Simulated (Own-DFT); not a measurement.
# Which defects push the lattice out? D0_22 TiAl3

The numbers are computed, not measured, by runs of the plane-wave DFT program Own-DFT (in-house, retired, unreviewed) at fixed positions, with no spin and no spin-orbit coupling.

Common settings: PBE; PseudoDojo norm-conserving scalar-relativistic files; cutoff 42 hartree; 4 x 4 x 4 k mesh centred on Gamma; cold (Marzari-Vanderbilt) smearing of 0.2 eV.

Keep in mind: forces on such cells failed a check on a denser k mesh; stress not checked against mesh or cutoff.

All runs share one cell, with vectors in Å (-2.365, -6.981, 4.326); (-7.667, 3.491, 1.442); (-2.950, -3.488, -7.241) and a volume of 625.4 Å³. u is the rms random offset of the atoms per axis. The defect's site can differ from row to row.

```
                     cell   formula   u (Å)  P (GPa)
                no defect  Al30Ti10  0.0212     1.99
                no defect  Al30Ti10  0.0517     2.66
                no defect  Al30Ti10  0.0565     2.89
two Ti on an Al site each  Al28Ti12  0.0313     3.29
two Ti on an Al site each  Al28Ti12  0.0437     3.41
two Ti on an Al site each  Al28Ti12  0.0512     3.91
 two Al on a Ti site each   Al32Ti8  0.0289     2.90
 two Al on a Ti site each   Al32Ti8  0.0301     2.93
 two Al on a Ti site each   Al32Ti8  0.0457     3.34
           one Ti vacancy   Al30Ti9  0.0283        ?
           one Ti vacancy   Al30Ti9  0.0308     1.80
           one Ti vacancy   Al30Ti9  0.0493     2.31
           one Ti vacancy   Al30Ti9  0.0510     2.34
         two Al vacancies  Al28Ti10  0.0296     1.17
         two Al vacancies  Al28Ti10  0.0306     1.19
         two Al vacancies  Al28Ti10  0.0481     1.55
```

## What the rows give

P = P0 + c u² + a shift for each defect gives P0 = 1.83 GPa, c = 325 ± 23 GPa/Å² and a scatter of 0.07 GPa. The shifts, and each times the cell's volume:

- two Ti on an Al site each: 1.11 ± 0.06 GPa, 4.3 eV (2.2 eV for each of its 2 sites)
- two Al on a Ti site each: 0.81 ± 0.06 GPa, 3.2 eV (1.6 eV for each of its 2 sites)
- one Ti vacancy: -0.32 ± 0.06 GPa, -1.3 eV
- two Al vacancies: -0.97 ± 0.06 GPa, -3.8 eV (-1.9 eV for each of its 2 sites)

A positive shift means that the defect pushes the cell outwards. Shift times volume (160.2 GPa Å³ is 1 eV) depends little on the cell's size, so, taken for each site, it can be compared between cells at like pressure. The atoms around the defects weren't relaxed, which would change these numbers.

## Prediction

Q: what pressure belongs in the blank (one Ti vacancy, u = 0.0283 Å)?

From the fit: 1.76 ± 0.09 GPa. The run itself gave 1.96 GPa.
